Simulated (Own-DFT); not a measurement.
# How strain changes the stress of wurtzite AlN, 72 atoms (Al36N36)

Calculated results; nothing here was measured. They come from Own-DFT, an in-house plane-wave density functional program, since retired, whose code no person has reviewed. Each row is one single-point run on a periodic cell that was not relaxed, without spin or spin-orbit coupling.

Settings of every run: PBE; PseudoDojo norm-conserving scalar-relativistic files; cutoff 42 hartree; 4 x 4 x 3 k mesh centred on Gamma; Gaussian smearing of 0.01 eV.

Known limits: k mesh not checked against a denser one; stress not checked against mesh or cutoff.

Unstrained cell vectors in Å: (9.336, 0.000, 0.000); (-4.668, 8.085, 0.000); (0.000, 0.000, 9.964). The unstrained cell has measured lattice constants (interpolated for alloys), not those of this functional. That, the random moves and any unrelaxed bonds set the pressure at no strain. Each run strains this cell uniformly, with the atoms carried along. Every atom was also moved at random, by a Gaussian of width 0.05 Å on each axis. Strain is the symmetric tensor, in per cent. Stress is positive in tension, and the pressure is minus a third of its trace.

```
run,e_xx (%),e_yy (%),e_zz (%),e_yz (%),e_xz (%),e_xy (%),s_xx (GPa),s_yy (GPa),s_zz (GPa),s_yz (GPa),s_xz (GPa),s_xy (GPa),P (GPa),E (meV/atom)
1,-1.48,-0.62,-0.76,1.67,0.75,1.15,-15.60,-10.23,-11.81,4.42,1.79,4.44,12.55,37.0
2,-0.14,0.61,0.08,-0.18,-1.02,1.39,-6.06,-1.51,-5.68,-0.34,-2.10,3.99,4.42,6.5
3,-0.41,0.25,0.96,-0.84,0.01,-0.85,-6.79,-6.13,-0.60,-2.02,-0.72,-2.77,4.51,20.4
4,-0.37,1.50,-0.54,-0.59,1.89,1.40,-7.10,-0.87,-6.26,-1.86,4.36,4.63,4.74,19.3
5,0.43,-0.44,-1.69,-0.66,1.90,-0.37,-5.81,-8.02,-14.58,-2.26,4.81,-0.37,9.47,27.4
6,0.24,-1.95,1.57,0.40,0.61,-1.03,-5.78,-15.76,0.46,1.73,1.92,-4.85,7.03,27.0
7,-0.41,1.84,1.85,-1.57,-0.67,-0.74,-6.02,2.35,5.20,-4.20,-1.78,-1.49,-0.51,10.6
8,0.43,-1.84,-0.94,1.58,-1.54,0.98,-6.55,-15.73,-11.63,4.48,-3.84,3.23,11.31,32.8
9,-0.32,-0.33,-1.60,1.43,-1.07,1.24,-9.04,-7.92,-15.04,2.90,-3.59,4.68,10.67,23.1
10,-0.05,-0.99,1.64,0.80,1.23,-0.78,-6.54,-11.81,2.32,1.57,2.78,-4.40,5.34,25.0
11,-0.28,-1.07,1.24,-0.33,-1.84,0.59,-6.17,-10.60,-3.27,-0.56,-5.17,3.39,6.68,27.0
12,1.74,1.86,-0.14,1.07,-0.57,0.18,5.08,4.50,-5.71,2.65,-1.58,0.37,-1.29,0.0
13,0.52,0.18,-0.93,1.27,1.93,1.40,-3.18,-4.47,-9.52,3.73,4.98,5.83,5.72,1.5
14,-1.55,1.79,1.53,0.11,-1.58,-0.95,-10.07,2.46,0.43,1.54,-4.52,-2.05,2.39,18.9
15,-0.48,0.91,1.31,1.89,-1.63,-1.09,-7.80,-3.70,2.28,4.41,-4.91,-4.57,3.07,27.2
16,-0.53,1.93,-1.53,-1.04,1.02,1.09,-8.03,-0.39,-9.45,-3.09,2.27,5.80,5.96,19.3
17,1.42,0.14,-1.81,0.35,1.63,1.53,-1.77,-4.84,-13.24,1.69,4.75,5.55,6.62,27.1
18,-1.62,0.00,-0.24,-1.40,0.09,1.72,?,?,?,?,?,?,?,?
```

E is the free energy for each atom above the lowest run shown.

## Worked fit

Each stress component was fitted by least squares to a constant and the strains of the runs shown, as fractions, with shears doubled. Shear strains stay in the fit of a normal stress only where such slopes are resolved. The slopes, in GPa:

```
stress  at no strain  per e_xx  per e_yy  per e_zz  scatter
  s_xx          -6.2  501 ± 28   97 ± 17   82 ± 18     0.89
  s_yy          -6.4   88 ± 40  472 ± 25   20 ± 25     1.26
  s_zz          -5.9   54 ± 43  102 ± 27  476 ± 27     1.38
```

Each shear stress against twice its own strain: yz 129 ± 9, xz 130 ± 5, xy 170 ± 16 GPa. These are stiffnesses along x, y and z of the frame in which the cell vectors are given, which need not be the crystal's axes. The atoms are held to the strained lattice; where symmetry lets them move under strain, relaxing them would lower some slopes. The table should be nearly symmetric about its diagonal, and what it lacks of that shows the noise. A ninth of its sum, 210 ± 6 GPa, estimates the bulk modulus near the mean pressure of these runs, 5.8 GPa, so it lies above the value at zero pressure.

## Withheld run

Question: what normal stresses and pressure should run 18 give?

The fit gives s_xx = -14.5, s_yy = -7.9, s_zz = -7.9 and P = 10.1 GPa. The calculation gave -13.20, -6.05, -11.51 and P = 10.25 GPa.
